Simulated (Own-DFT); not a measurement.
AlGa$_{3}$N$_{4}$ (wurtzite random alloy, strained, atoms displaced) (calculated)

Computed with Own-DFT development build. A calculation, not a measurement: plane-wave PBE density functional theory by an unreviewed code, no spin, of a simulated periodic cell, stress positive in tension, free energy of the whole cell less one offset for each atom, forces on such cells passed a denser k mesh, this cell's mesh not checked; offsets are fitted by least squares, one for each functional and potential file, so energies compare only between cells with the same atoms and settings and are not formation energies; the far tail of each file's local potential was reset to the Coulomb form; each entry is a single point on an unrelaxed cell, so the pressure reflects the starting lattice, mostly measured values, from which strain is counted, and rises with the displacements; printed positions are rounded, which can move forces by about a meV/angstrom; the program is a retired in-house code; no spin-orbit coupling.

Common to all runs: functional PBE; potential files PseudoDojo norm-conserving, scalar-relativistic, standard set with the stringent files for Ga; wave cutoff 96 hartree; occupations Gaussian; smearing width 0.01 eV; k mesh 4 x 4 x 3 centred on Gamma.

```yaml
- entry: 1
  formula: AlGa3N4
  kind: "wurtzite random alloy, strained, atoms displaced"
  structure:
    cell_angstrom: [[9.5568, 0.0, 0.0], [-4.7784, 8.2764, 0.0], [0.0, 0.0, 10.2685]]
    atoms_fractional:
      - [Ga, 0.10982, 0.21477, 0.00225]
      - [Al, 0.22142, 0.11389, 0.25452]
      - ["N", 0.12075, 0.23058, 0.19561]
      - ["N", 0.21967, 0.10977, 0.43474]
      - [Ga, 0.10677, 0.2155, 0.49863]
      - [Al, 0.21826, 0.10787, 0.75182]
      - ["N", 0.11386, 0.22591, 0.68771]
      - ["N", 0.20929, 0.10563, 0.9423]
      - [Ga, 0.11533, 0.55958, 0.00229]
      - [Ga, 0.21545, 0.43901, 0.24972]
      - ["N", 0.11643, 0.55821, 0.18981]
      - ["N", 0.22983, 0.45232, 0.43847]
      - [Al, 0.11652, 0.55911, 0.50288]
      - [Ga, 0.21393, 0.44849, 0.75021]
      - ["N", 0.10656, 0.55227, 0.68123]
      - ["N", 0.22069, 0.45224, 0.94174]
      - [Al, 0.10587, 0.88432, 0.00077]
      - [Ga, 0.22627, 0.78012, 0.24484]
      - ["N", 0.11306, 0.89811, 0.18869]
      - ["N", 0.23285, 0.77429, 0.4492]
      - [Ga, 0.1218, 0.89348, 0.49801]
      - [Ga, 0.21926, 0.77268, 0.75348]
      - ["N", 0.11489, 0.88242, 0.69189]
      - ["N", 0.22418, 0.77268, 0.93505]
      - [Ga, 0.45311, 0.22406, 0.01285]
      - [Ga, 0.56357, 0.10863, 0.25359]
      - ["N", 0.44101, 0.22958, 0.18007]
      - ["N", 0.56341, 0.10543, 0.43517]
      - [Ga, 0.4404, 0.21588, 0.49085]
      - [Ga, 0.56559, 0.12429, 0.75504]
      - ["N", 0.43879, 0.21682, 0.68352]
      - ["N", 0.55221, 0.11005, 0.92686]
      - [Ga, 0.44956, 0.5564, 0.0001]
      - [Al, 0.55994, 0.45375, 0.2433]
      - ["N", 0.44006, 0.55164, 0.18256]
      - ["N", 0.54963, 0.44214, 0.44211]
      - [Ga, 0.44548, 0.55131, 0.50197]
      - [Ga, 0.55605, 0.44156, 0.76137]
      - ["N", 0.44431, 0.55309, 0.68473]
      - ["N", 0.56599, 0.44602, 0.94038]
      - [Ga, 0.44462, 0.89144, 0.99474]
      - [Ga, 0.5607, 0.7821, 0.25059]
      - ["N", 0.44466, 0.89364, 0.18617]
      - ["N", 0.5552, 0.77105, 0.4427]
      - [Ga, 0.44312, 0.89636, 0.49515]
      - [Ga, 0.55749, 0.77673, 0.76086]
      - ["N", 0.45183, 0.88564, 0.68169]
      - ["N", 0.55189, 0.7606, 0.93312]
      - [Ga, 0.77655, 0.22343, 0.99632]
      - [Al, 0.88915, 0.11887, 0.2412]
      - ["N", 0.77441, 0.2261, 0.19177]
      - ["N", 0.88541, 0.11516, 0.43607]
      - [Ga, 0.77635, 0.21854, 0.5047]
      - [Ga, 0.89507, 0.10485, 0.74578]
      - ["N", 0.77286, 0.21321, 0.68944]
      - ["N", 0.89277, 0.11886, 0.93738]
      - [Al, 0.76782, 0.55303, 0.99977]
      - [Ga, 0.89046, 0.44458, 0.24625]
      - ["N", 0.77792, 0.56111, 0.18168]
      - ["N", 0.88608, 0.44583, 0.44338]
      - [Ga, 0.78428, 0.55808, 0.49928]
      - [Al, 0.89042, 0.44309, 0.73578]
      - ["N", 0.78148, 0.56053, 0.68865]
      - ["N", 0.87687, 0.43494, 0.94022]
      - [Ga, 0.78368, 0.89971, 0.99897]
      - [Ga, 0.89566, 0.77948, 0.24563]
      - ["N", 0.77206, 0.89172, 0.19565]
      - ["N", 0.89308, 0.77936, 0.43388]
      - [Al, 0.77516, 0.89617, 0.49029]
      - [Ga, 0.88796, 0.77517, 0.7483]
      - ["N", 0.7791, 0.88836, 0.69293]
      - ["N", 0.88618, 0.77494, 0.9392]
  results:
    "free_energy_of_cell_above_offsets [eV]": "-9.143"
    "pressure [GPa]": 5.26
    "stress_xx [GPa]": -3.01
    "stress_yy [GPa]": -4.32
    "stress_zz [GPa]": -8.44
    "stress_yz [GPa]": 0.28
    "stress_xz [GPa]": 0.41
    "stress_xy [GPa]": -0.57
    force_element: [Ga, Al, "N", "N", Ga, Al, "N", "N", Ga, Ga, "N", "N", Al, Ga, "N", "N", Al, Ga, "N", "N", Ga, Ga, "N", "N", Ga, Ga, "N", "N", Ga, Ga, "N", "N", Ga, Al, "N", "N", Ga, Ga, "N", "N", Ga, Ga, "N", "N", Ga, Ga, "N", "N", Ga, Al, "N", "N", Ga, Ga, "N", "N", Al, Ga, "N", "N", Ga, Al, "N", "N", Ga, Ga, "N", "N", Al, Ga, "N", "N"]
    "force_x [eV/angstrom]": [-0.59, 0.422, -1.278, 0.314, -0.235, 0.587, 0.806, 2.16, -1.233, 1.091, -0.981, -1.601, 0.124, 1.894, -0.799, 1.205, 0.195, -0.457, 0.949, -2.458, -0.642, 1.46, -1.148, -1.493, -0.801, -1.675, 0.231, -1.514, 0.679, -1.37, -0.335, 0.161, -0.793, -0.425, 0.714, 1.731, -0.316, -0.587, -0.118, -1.521, 0.668, -1.353, 0.576, 0.181, 2.509, -0.335, -1.008, -0.214, -0.143, 0.55, 1.631, 0.816, -0.028, -0.933, 1.312, -0.239, 2.601, -0.561, -0.125, 1.956, -1.778, -0.761, 0.562, 0.098, -0.141, -1.039, 1.723, -0.58, 0.808, 0.187, 0.162, 0.546]
    "force_y [eV/angstrom]": [2.095, 0.302, -3.013, -0.1, 1.554, 0.139, -0.892, -0.814, -1.053, 2.091, 0.025, -1.145, -0.761, -0.154, -0.011, -1.495, 0.264, 0.009, 0.1, -0.438, -1.399, 0.542, 1.702, 1.219, -0.559, 0.404, -0.186, 1.311, 1.074, -2.015, 0.032, -0.121, -1.574, -0.605, 0.596, -0.283, 0.548, 0.002, -0.166, -1.004, -0.618, -1.662, -0.195, 1.485, -1.433, -0.214, 0.549, 3.132, -0.376, -0.382, -0.478, -0.828, 0.881, 0.641, 2.007, -0.647, 1.001, 0.961, -0.791, -0.152, 0.251, -0.306, -1.665, 2.431, -1.467, 0.042, 1.745, 0.877, -1.274, 0.589, -0.238, -0.088]
    "force_z [eV/angstrom]": [0.241, -1.408, -0.673, -0.325, -0.057, -0.11, 0.27, -1.13, -0.311, 0.841, 0.092, 0.274, -1.269, 0.14, 0.739, -0.467, -0.53, 1.261, -0.702, -2.177, 0.556, -1.681, -0.308, 1.565, -4.614, -0.865, 5.406, 0.173, 1.099, -3.435, 0.859, 3.999, -0.11, 1.144, 1.433, -2.284, 0.026, -3.041, 2.103, 0.921, -0.071, 0.619, -0.396, -0.916, 1.654, -4.207, 1.683, 2.909, 0.247, 1.223, -1.047, -1.022, -0.392, 0.312, 0.154, 0.325, -0.377, 0.783, 0.493, -0.647, 0.057, 1.585, 0.244, -1.278, 0.108, 0.526, -1.302, 0.754, 1.064, 0.126, -1.771, 0.919]
- entry: 2
  formula: AlGa3N4
  kind: "wurtzite random alloy, strained, atoms displaced"
  structure:
    cell_angstrom: [[9.5568, 0.0, 0.0], [-4.7784, 8.2764, 0.0], [0.0, 0.0, 10.2685]]
    atoms_fractional:
      - [Ga, 0.11002, 0.22581, 0.99035]
      - [Ga, 0.2281, 0.11037, 0.25253]
      - ["N", 0.10148, 0.2178, 0.18528]
      - ["N", 0.21749, 0.10453, 0.43812]
      - [Ga, 0.10705, 0.22343, 0.49563]
      - [Ga, 0.21278, 0.10437, 0.74408]
      - ["N", 0.11761, 0.23182, 0.68736]
      - ["N", 0.22657, 0.11396, 0.94481]
      - [Al, 0.10622, 0.55166, 0.00153]
      - [Ga, 0.22809, 0.44974, 0.24757]
      - ["N", 0.11683, 0.56288, 0.19263]
      - ["N", 0.22787, 0.44376, 0.44249]
      - [Ga, 0.11655, 0.55854, 0.49924]
      - [Al, 0.24147, 0.45051, 0.74836]
      - ["N", 0.12241, 0.56068, 0.69904]
      - ["N", 0.22552, 0.44806, 0.94019]
      - [Ga, 0.11622, 0.89456, 0.99016]
      - [Al, 0.2242, 0.77565, 0.25087]
      - ["N", 0.11107, 0.89713, 0.18069]
      - ["N", 0.22404, 0.78189, 0.43516]
      - [Ga, 0.11773, 0.89085, 0.49059]
      - [Al, 0.22535, 0.77856, 0.75034]
      - ["N", 0.10983, 0.88267, 0.6929]
      - ["N", 0.22793, 0.78527, 0.93322]
      - [Ga, 0.44429, 0.22082, 0.00572]
      - [Al, 0.55732, 0.10773, 0.2564]
      - ["N", 0.45098, 0.21694, 0.18777]
      - ["N", 0.5513, 0.10525, 0.43036]
      - [Ga, 0.44886, 0.22449, 0.49891]
      - [Ga, 0.55197, 0.11165, 0.74693]
      - ["N", 0.4343, 0.21358, 0.68628]
      - ["N", 0.55366, 0.10867, 0.94107]
      - [Ga, 0.44648, 0.55421, 0.00182]
      - [Ga, 0.5465, 0.44011, 0.25428]
      - ["N", 0.43228, 0.54722, 0.19384]
      - ["N", 0.54802, 0.43773, 0.43386]
      - [Ga, 0.44302, 0.55687, 0.50056]
      - [Al, 0.55713, 0.44681, 0.75423]
      - ["N", 0.45553, 0.56347, 0.68517]
      - ["N", 0.55998, 0.44181, 0.9418]
      - [Ga, 0.44663, 0.89893, 0.0069]
      - [Ga, 0.56181, 0.79236, 0.25636]
      - ["N", 0.43951, 0.89314, 0.18875]
      - ["N", 0.56242, 0.77165, 0.44066]
      - [Ga, 0.45027, 0.89137, 0.4965]
      - [Ga, 0.56633, 0.78618, 0.7426]
      - ["N", 0.44989, 0.89156, 0.6878]
      - ["N", 0.54896, 0.77528, 0.94548]
      - [Ga, 0.76701, 0.21596, 0.00102]
      - [Al, 0.89673, 0.10413, 0.25245]
      - ["N", 0.77102, 0.22348, 0.18432]
      - ["N", 0.88746, 0.10089, 0.43875]
      - [Ga, 0.77276, 0.21327, 0.50625]
      - [Al, 0.88543, 0.10274, 0.75696]
      - ["N", 0.78183, 0.23176, 0.68637]
      - ["N", 0.89314, 0.11121, 0.93596]
      - [Ga, 0.77388, 0.56888, 0.00031]
      - [Ga, 0.89151, 0.44084, 0.24404]
      - ["N", 0.78118, 0.54936, 0.19375]
      - ["N", 0.89059, 0.446, 0.44322]
      - [Ga, 0.77591, 0.55058, 0.50178]
      - [Ga, 0.88531, 0.44627, 0.74846]
      - ["N", 0.77182, 0.55214, 0.67922]
      - ["N", 0.88972, 0.43954, 0.93621]
      - [Ga, 0.77968, 0.8926, 0.99132]
      - [Al, 0.88819, 0.77942, 0.24682]
      - ["N", 0.77303, 0.88616, 0.19554]
      - ["N", 0.8918, 0.77407, 0.43497]
      - [Ga, 0.77193, 0.87637, 0.49783]
      - [Ga, 0.89059, 0.78251, 0.74932]
      - ["N", 0.78313, 0.88332, 0.69479]
      - ["N", 0.88309, 0.77158, 0.94171]
  results:
    "free_energy_of_cell_above_offsets [eV]": "-10.072"
    "pressure [GPa]": 4.85
    "stress_xx [GPa]": -3.46
    "stress_yy [GPa]": -4.75
    "stress_zz [GPa]": -6.33
    "stress_yz [GPa]": 0.58
    "stress_xz [GPa]": -0.11
    "stress_xy [GPa]": -1.02
    force_element: [Ga, Ga, "N", "N", Ga, Ga, "N", "N", Al, Ga, "N", "N", Ga, Al, "N", "N", Ga, Al, "N", "N", Ga, Al, "N", "N", Ga, Al, "N", "N", Ga, Ga, "N", "N", Ga, Ga, "N", "N", Ga, Al, "N", "N", Ga, Ga, "N", "N", Ga, Ga, "N", "N", Ga, Al, "N", "N", Ga, Al, "N", "N", Ga, Ga, "N", "N", Ga, Ga, "N", "N", Ga, Al, "N", "N", Ga, Ga, "N", "N"]
    "force_x [eV/angstrom]": [0.94, -0.773, 0.894, 0.281, 0.738, 0.377, -0.971, -0.72, 0.388, -2.092, -0.069, -1.08, -0.474, -1.985, 0.208, -0.412, -0.098, -1.241, 0.42, 1.34, -1.207, 0.294, 0.548, -0.027, 0.229, -0.192, -0.338, 0.531, -0.791, 0.374, 0.526, -0.414, -0.43, 1.211, 2.585, 0.369, 0.938, 0.192, 0.254, -1.09, 0.016, -0.625, 0.394, -2.052, -0.432, -1.285, -0.654, 0.729, 1.055, -1.715, 1.298, -0.855, 0.484, 0.106, 0.623, -1.155, 1.981, -0.122, -1.753, 0.628, -0.102, 1.147, -0.608, -0.307, -0.651, 0.755, 1.333, -0.345, 2.136, 1.578, -1.194, 0.358]
    "force_y [eV/angstrom]": [0.099, 0.3, 0.632, 1.648, -0.445, 0.651, -0.735, 0.507, 0.87, -1.996, -0.117, 0.231, -0.357, -0.019, -0.142, 0.351, -0.795, 0.909, -1.962, -0.594, -0.908, -0.102, -0.094, -1.41, 0.123, 0.82, 0.104, 0.641, -0.808, 0.276, 1.822, 0.549, 0.047, 0.154, 2.231, 0.776, -0.977, -0.578, -1.043, 0.05, -1.754, -1.743, -0.044, 0.485, -0.746, -0.934, -0.393, 0.799, 1.162, 0.475, -1.763, 0.317, 0.982, 1.854, -2.447, -0.259, -3.077, 0.093, 1.829, -1.043, 0.295, 0.852, 0.145, 0.807, -0.768, -0.67, 0.682, 0.019, 1.165, -2.055, 2.431, 2.599]
    "force_z [eV/angstrom]": [1.425, -1.251, 0.482, 0.256, 0.687, 0.789, 0.775, -1.712, -0.732, 0.736, -1.227, -0.795, 0.934, 0.465, -0.978, -0.914, 1.103, -0.786, 1.309, -0.443, 1.455, -0.027, -0.813, 0.58, -0.663, -2.378, 1.458, 1.578, -0.036, 0.647, 0.565, -1.254, 0.427, -1.585, -0.948, 1.638, -0.265, -0.801, 1.373, -1.324, -1.199, -1.311, 1.887, -0.019, 0.538, 1.791, -0.344, -1.031, -0.389, -0.46, 1.658, -0.379, -1.783, -1.883, 1.44, -0.39, 1.573, 1.196, -0.554, -0.672, -2.131, 0.222, 2.96, 0.852, 1.595, -0.032, -0.951, -0.314, 0.545, 0.274, -1.135, -1.299]
- entry: 3
  formula: AlGa3N4
  kind: "wurtzite random alloy, strained, atoms displaced"
  structure:
    cell_angstrom: [[9.5568, 0.0, 0.0], [-4.7784, 8.2764, 0.0], [0.0, 0.0, 10.2685]]
    atoms_fractional:
      - [Ga, 0.1116, 0.22881, 0.99834]
      - [Ga, 0.21688, 0.11068, 0.24434]
      - ["N", 0.10216, 0.21413, 0.18847]
      - ["N", 0.22426, 0.10691, 0.43183]
      - [Ga, 0.10379, 0.22581, 0.51245]
      - [Ga, 0.20971, 0.10425, 0.74552]
      - ["N", 0.11778, 0.21756, 0.68551]
      - ["N", 0.22714, 0.10815, 0.9406]
      - [Ga, 0.11056, 0.55655, 0.00566]
      - [Ga, 0.22304, 0.43936, 0.24792]
      - ["N", 0.11099, 0.5567, 0.19015]
      - ["N", 0.2203, 0.43938, 0.43825]
      - [Ga, 0.11147, 0.55366, 0.49885]
      - [Ga, 0.21957, 0.44885, 0.74808]
      - ["N", 0.11258, 0.55768, 0.68443]
      - ["N", 0.22027, 0.44606, 0.94143]
      - [Al, 0.10892, 0.89025, 0.0021]
      - [Ga, 0.21566, 0.76446, 0.25466]
      - ["N", 0.11513, 0.88468, 0.19407]
      - ["N", 0.22539, 0.78126, 0.43397]
      - [Ga, 0.11387, 0.88931, 0.50158]
      - [Ga, 0.22766, 0.7868, 0.74663]
      - ["N", 0.10852, 0.88176, 0.69908]
      - ["N", 0.22241, 0.77495, 0.9342]
      - [Al, 0.43823, 0.2249, 0.99879]
      - [Ga, 0.55595, 0.11396, 0.25094]
      - ["N", 0.435, 0.21338, 0.19274]
      - ["N", 0.56498, 0.11886, 0.44011]
      - [Ga, 0.44575, 0.21914, 0.50321]
      - [Al, 0.55819, 0.12127, 0.75426]
      - ["N", 0.45292, 0.2264, 0.68546]
      - ["N", 0.54936, 0.11476, 0.94338]
      - [Ga, 0.44584, 0.55862, 0.99729]
      - [Ga, 0.55836, 0.45353, 0.24997]
      - ["N", 0.46087, 0.5641, 0.18892]
      - ["N", 0.56596, 0.44159, 0.43558]
      - [Al, 0.44102, 0.54199, 0.49529]
      - [Ga, 0.56785, 0.4584, 0.75346]
      - ["N", 0.46184, 0.5685, 0.70018]
      - ["N", 0.5465, 0.44557, 0.93483]
      - [Al, 0.43279, 0.88818, 0.00543]
      - [Ga, 0.55771, 0.77149, 0.24773]
      - ["N", 0.43995, 0.88746, 0.18983]
      - ["N", 0.54658, 0.7756, 0.43882]
      - [Al, 0.44076, 0.88623, 0.49324]
      - [Ga, 0.56097, 0.77975, 0.76121]
      - ["N", 0.45591, 0.90501, 0.68685]
      - ["N", 0.55047, 0.77443, 0.93411]
      - [Ga, 0.78568, 0.22188, 0.00072]
      - [Ga, 0.89455, 0.10644, 0.246]
      - ["N", 0.7758, 0.22167, 0.19754]
      - ["N", 0.87792, 0.09983, 0.4414]
      - [Ga, 0.78356, 0.22002, 0.49887]
      - [Al, 0.88937, 0.10607, 0.75039]
      - ["N", 0.7718, 0.21042, 0.6881]
      - ["N", 0.88696, 0.11692, 0.93242]
      - [Al, 0.7779, 0.56069, 0.00256]
      - [Ga, 0.88035, 0.43176, 0.25556]
      - ["N", 0.77238, 0.54147, 0.19032]
      - ["N", 0.87883, 0.43433, 0.44542]
      - [Ga, 0.77316, 0.54925, 0.49883]
      - [Al, 0.88235, 0.44061, 0.75311]
      - ["N", 0.77431, 0.55951, 0.69018]
      - ["N", 0.89607, 0.44547, 0.93845]
      - [Ga, 0.77577, 0.88809, 0.00606]
      - [Ga, 0.88951, 0.771, 0.24289]
      - ["N", 0.78099, 0.89843, 0.19329]
      - ["N", 0.89841, 0.78341, 0.43395]
      - [Ga, 0.7855, 0.89203, 0.5032]
      - [Ga, 0.88156, 0.78302, 0.75753]
      - ["N", 0.77357, 0.88988, 0.69069]
      - ["N", 0.88532, 0.77477, 0.92925]
  results:
    "free_energy_of_cell_above_offsets [eV]": "-8.420"
    "pressure [GPa]": 5.37
    "stress_xx [GPa]": -3.75
    "stress_yy [GPa]": -4.47
    "stress_zz [GPa]": -7.89
    "stress_yz [GPa]": 0.08
    "stress_xz [GPa]": -0.24
    "stress_xy [GPa]": 0.61
    force_element: [Ga, Ga, "N", "N", Ga, Ga, "N", "N", Ga, Ga, "N", "N", Ga, Ga, "N", "N", Al, Ga, "N", "N", Ga, Ga, "N", "N", Al, Ga, "N", "N", Ga, Al, "N", "N", Ga, Ga, "N", "N", Al, Ga, "N", "N", Al, Ga, "N", "N", Al, Ga, "N", "N", Ga, Ga, "N", "N", Ga, Al, "N", "N", Al, Ga, "N", "N", Ga, Al, "N", "N", Ga, Ga, "N", "N", Ga, Ga, "N", "N"]
    "force_x [eV/angstrom]": [0.564, 0.93, 1.081, -0.902, 0.958, 3.273, -2.789, -1.562, 0.082, -0.118, 0.176, 0.673, -0.571, 1.399, -1.074, 0.204, 0.926, 0.399, -1.079, 0.266, -0.016, 1.723, -1.536, -0.793, 1.178, -0.53, 0.154, -0.624, 0.048, 0.213, -0.909, 0.433, -0.464, 0.851, -2.133, -2.972, 0.407, -1.091, -2.149, 2.163, 0.897, -1.384, 0.626, 1.018, 0.795, -1.613, -0.457, -0.483, -2.458, -2.217, 1.224, 1.579, -1.278, -1.0, 0.822, 1.698, 0.253, 0.569, 0.227, 1.408, 0.831, 0.542, 2.581, -1.968, -0.448, 0.019, 0.722, -0.842, -0.998, 0.975, 1.083, 0.489]
    "force_y [eV/angstrom]": [-1.071, -0.73, 1.752, 0.848, -1.386, 0.223, 0.879, -0.226, 0.516, 0.443, -1.973, 0.33, 0.506, 0.322, -0.524, 0.144, -0.475, 1.996, -0.238, -0.704, 0.191, -0.721, 0.692, 0.803, 0.106, -0.809, 1.909, -1.912, -0.243, -1.104, 0.042, -0.288, -0.2, -2.681, -1.66, 0.169, 1.887, -2.171, -1.894, -0.463, 0.572, 2.427, -0.429, -1.18, 1.305, 1.256, -0.867, 1.559, 0.44, 1.158, -1.074, 1.817, -0.969, 0.636, 1.675, -1.371, -1.454, 1.285, 1.635, 1.622, 1.702, 0.181, 0.104, 0.322, 0.277, 0.456, -2.642, -1.227, -2.085, -0.689, 1.118, 0.154]
    "force_z [eV/angstrom]": [-0.323, 1.044, -0.898, 1.495, -3.783, 1.131, 2.48, 0.051, -1.021, 0.012, 0.532, 0.153, -0.287, 0.414, 0.83, -0.24, -0.377, -0.83, -2.273, 1.957, -0.05, 0.247, -1.671, 1.52, 0.631, 0.383, -1.776, -0.201, -1.073, -0.319, 1.604, -0.222, 0.038, 0.263, -1.01, 0.351, 1.061, -0.621, -2.773, 2.172, -0.772, 1.354, -0.575, 0.271, 1.042, -3.215, -0.315, 3.897, 0.596, 2.132, -1.658, -0.803, 0.855, -0.664, 1.473, 0.15, -0.727, 0.232, -1.55, -0.721, 0.771, -0.937, -0.065, -0.178, -1.109, 1.075, -1.189, 0.451, -0.361, -3.4, 0.243, 5.077]
- entry: 4
  formula: AlGa3N4
  kind: "wurtzite random alloy, strained, atoms displaced"
  structure:
    cell_angstrom: [[9.5568, 0.0, 0.0], [-4.7784, 8.2764, 0.0], [0.0, 0.0, 10.2685]]
    atoms_fractional:
      - [Ga, 0.11235, 0.21611, 0.99574]
      - [Ga, 0.21598, 0.10723, 0.2487]
      - ["N", 0.11217, 0.22672, 0.18798]
      - ["N", 0.21925, 0.11367, 0.4522]
      - [Ga, 0.11766, 0.2204, 0.50179]
      - [Ga, 0.22735, 0.12444, 0.74837]
      - ["N", 0.11431, 0.22068, 0.69679]
      - ["N", 0.22724, 0.11204, 0.93613]
      - [Ga, 0.11247, 0.54809, 0.00796]
      - [Ga, 0.21553, 0.44771, 0.24492]
      - ["N", 0.11024, 0.56189, 0.20151]
      - ["N", 0.22329, 0.44884, 0.43111]
      - [Ga, 0.11036, 0.55454, 0.50196]
      - [Ga, 0.21911, 0.44848, 0.74923]
      - ["N", 0.10997, 0.55743, 0.68838]
      - ["N", 0.21461, 0.43294, 0.9437]
      - [Al, 0.11702, 0.89376, 0.00243]
      - [Ga, 0.2276, 0.78341, 0.26192]
      - ["N", 0.11836, 0.88764, 0.19219]
      - ["N", 0.22495, 0.7704, 0.43951]
      - [Ga, 0.11317, 0.87847, 0.49507]
      - [Ga, 0.23588, 0.7816, 0.74576]
      - ["N", 0.10975, 0.88097, 0.68189]
      - ["N", 0.21495, 0.77772, 0.94095]
      - [Ga, 0.44847, 0.22548, 0.00127]
      - [Al, 0.55059, 0.10692, 0.24262]
      - ["N", 0.44663, 0.22083, 0.18908]
      - ["N", 0.56313, 0.11947, 0.44428]
      - [Ga, 0.44869, 0.21204, 0.50581]
      - [Ga, 0.55683, 0.11816, 0.74698]
      - ["N", 0.43562, 0.2108, 0.68181]
      - ["N", 0.54557, 0.10116, 0.94221]
      - [Al, 0.44463, 0.55228, 0.0028]
      - [Al, 0.55823, 0.45259, 0.24485]
      - ["N", 0.43635, 0.55386, 0.18809]
      - ["N", 0.56062, 0.44389, 0.43812]
      - [Ga, 0.44629, 0.54892, 0.50615]
      - [Ga, 0.55858, 0.44238, 0.75125]
      - ["N", 0.44396, 0.55919, 0.69106]
      - ["N", 0.56027, 0.44779, 0.92879]
      - [Ga, 0.4481, 0.89219, 0.00572]
      - [Ga, 0.56231, 0.77667, 0.24346]
      - ["N", 0.4392, 0.88251, 0.18857]
      - ["N", 0.55359, 0.77525, 0.43552]
      - [Ga, 0.44688, 0.8792, 0.49637]
      - [Ga, 0.55786, 0.78694, 0.75231]
      - ["N", 0.44677, 0.89139, 0.69794]
      - ["N", 0.55229, 0.77832, 0.93378]
      - [Ga, 0.78129, 0.22219, 0.99943]
      - [Al, 0.88587, 0.10711, 0.25384]
      - ["N", 0.78639, 0.22597, 0.18798]
      - ["N", 0.88992, 0.11312, 0.42987]
      - [Ga, 0.78099, 0.22726, 0.49914]
      - [Ga, 0.89697, 0.11586, 0.7551]
      - ["N", 0.78308, 0.21995, 0.68611]
      - ["N", 0.88816, 0.11513, 0.94107]
      - [Ga, 0.77618, 0.55214, 0.9966]
      - [Al, 0.89413, 0.44565, 0.25854]
      - ["N", 0.77407, 0.55456, 0.18827]
      - ["N", 0.88653, 0.44603, 0.43795]
      - [Al, 0.77771, 0.55487, 0.50799]
      - [Ga, 0.8901, 0.45015, 0.75221]
      - ["N", 0.77246, 0.55487, 0.6977]
      - ["N", 0.89388, 0.45137, 0.936]
      - [Al, 0.7799, 0.89152, 0.00605]
      - [Ga, 0.8821, 0.77732, 0.25191]
      - ["N", 0.7872, 0.89988, 0.18773]
      - ["N", 0.88864, 0.7872, 0.43585]
      - [Al, 0.76216, 0.87797, 0.50096]
      - [Ga, 0.89029, 0.77311, 0.75175]
      - ["N", 0.78578, 0.89234, 0.68135]
      - ["N", 0.88504, 0.77542, 0.93847]
  results:
    "free_energy_of_cell_above_offsets [eV]": "-9.820"
    "pressure [GPa]": 4.76
    "stress_xx [GPa]": -4.7
    "stress_yy [GPa]": -1.85
    "stress_zz [GPa]": -7.72
    "stress_yz [GPa]": 0.11
    "stress_xz [GPa]": 0.64
    "stress_xy [GPa]": 1.15
    force_element: [Ga, Ga, "N", "N", Ga, Ga, "N", "N", Ga, Ga, "N", "N", Ga, Ga, "N", "N", Al, Ga, "N", "N", Ga, Ga, "N", "N", Ga, Al, "N", "N", Ga, Ga, "N", "N", Al, Al, "N", "N", Ga, Ga, "N", "N", Ga, Ga, "N", "N", Ga, Ga, "N", "N", Ga, Al, "N", "N", Ga, Ga, "N", "N", Ga, Al, "N", "N", Al, Ga, "N", "N", Al, Ga, "N", "N", Al, Ga, "N", "N"]
    "force_x [eV/angstrom]": [-0.359, 0.249, -0.513, 2.514, -2.45, 0.805, -1.248, -0.1, -0.882, 0.737, -0.87, 0.47, 0.344, 0.569, 0.148, 1.266, -0.272, -0.14, -1.37, -0.031, -1.434, -2.704, 0.212, 0.857, -0.121, 1.014, -0.113, 0.356, -1.849, 0.924, 0.802, 0.897, -0.537, -0.037, 1.932, 0.317, -0.582, -1.637, 0.273, -1.314, -1.048, -0.951, 1.032, 1.06, -0.712, 1.509, 0.882, 1.329, -1.123, 0.392, -0.95, -0.102, 1.099, -0.652, -0.754, 0.786, 0.413, -1.093, 0.421, -0.484, -0.343, 0.543, 0.981, 0.113, -0.092, 1.383, -0.581, -0.181, 1.717, -0.075, -0.774, 0.133]
    "force_y [eV/angstrom]": [-0.163, 1.074, -1.293, -1.479, 0.918, -2.917, 1.512, -0.84, 1.477, -0.728, -0.415, -0.568, -0.987, -0.309, -0.041, 1.909, -0.934, -0.693, 0.076, 0.846, 1.328, -0.506, 0.562, -0.19, -0.193, 0.828, 0.858, -2.4, 1.282, -0.761, 1.867, 2.264, 0.309, -1.399, 0.05, 0.275, -0.1, -0.417, -0.285, -0.407, -1.771, 0.117, 1.41, -0.533, 1.722, -0.502, 0.881, -0.604, 0.656, 1.792, -0.356, -0.925, -0.652, -1.032, 0.83, -1.819, 0.761, -0.23, -0.435, 1.071, 0.432, -0.759, -0.278, -1.128, -0.287, -0.16, -0.704, -1.77, 2.0, 1.52, -0.299, 1.642]
    "force_z [eV/angstrom]": [1.079, 0.998, 0.022, -2.163, -0.072, 0.256, -1.233, 0.581, -0.259, 0.754, -1.139, 1.727, -0.414, 0.596, 0.04, -0.423, -0.423, -2.188, -0.854, 1.21, 0.712, 1.543, 1.008, 0.171, -0.182, 0.984, 0.602, -2.282, -2.337, 0.783, 2.295, -0.787, -1.254, 1.153, -0.932, -0.191, -1.294, -1.533, 0.412, 2.798, -1.213, 0.562, 1.238, -0.116, 1.09, -0.669, -2.255, 2.695, 0.168, -1.017, 1.066, 1.835, -0.236, -0.86, 0.847, 0.144, 0.609, -1.433, 0.305, 0.789, -1.139, -0.46, -2.316, 0.915, -1.82, -0.499, -0.559, 1.315, -0.51, -0.29, 0.71, 1.337]
```
